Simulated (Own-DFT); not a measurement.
# Shaking the atoms of 3C SiC, 64 atoms (C32Si32)

All numbers below are calculated, not measured. They come from Own-DFT, an in-house plane-wave density functional program, since retired, whose code no person has reviewed. Each row is one single-point run on a periodic cell that was not relaxed, without spin or spin-orbit coupling.

Settings of every run: PBE; PseudoDojo norm-conserving scalar-relativistic files; cutoff 42 hartree; 4 x 4 x 4 k mesh centred on Gamma; Fermi-Dirac smearing of 0.1 eV.

Known limits, some of them of some rows only: some atoms lie very close together; forces on such cells passed a denser k mesh, each cell not checked; stress not checked against mesh or cutoff.

Cell vectors in Å: (8.719, 0.000, 0.000); (0.000, 8.719, 0.000); (0.000, 0.000, 8.719). In each run every atom was moved at random and independently from its ideal site; u is the rms move along one axis. E is the free energy for each atom above the fitted value at u = 0, and F the rms of the force components.

```
run   u (Å)  E (meV/atom)  F (eV/Å)  largest force (eV/Å)  P (GPa)
  1  0.0271          24.5     0.786                  3.29     3.64
  2  0.0309          35.3     0.940                  3.37     4.00
  3  0.0511             ?         ?                     ?        ?
  4  0.0563         114.8     1.640                  5.81     5.83
  5  0.0597         122.1     1.646                  6.30     5.80
  6  0.0923         294.3     2.557                  9.92     9.75
  7  0.0988         344.6     3.036                 11.44    11.46
  8  0.1483         821.7     5.238                 25.21    22.31
```

## Worked fit

For small independent moves the energy grows as E = (3/2) K u², with K the mean stiffness felt by one atom. The runs with u up to 0.11 Å give K = 23.4 ± 0.5 eV/Å², with residuals divided by u² + 0.0006 Å², since the noise grows with the moves. The scatter is 3.0 meV/atom at u = 0.05 Å. The forces follow F = G u with G = 29.1 eV/Å²; no force at u = 0 is resolved. G exceeds K because the moves of its neighbours add to the force on an atom, and stiffness differs between atoms. At u = 0.148 Å the parabola gives 772 meV/atom and the run 822. The pressure follows P = 3.07 + 826 u² GPa: at fixed volume, shortened bonds push harder than stretched ones pull.

## Withheld run

Question: what energy and rms force should run 3 give?

The fit gives 92 ± 4 meV/atom and about 1.49 eV/Å. The calculation gave 96.3 meV/atom and 1.477 eV/Å.
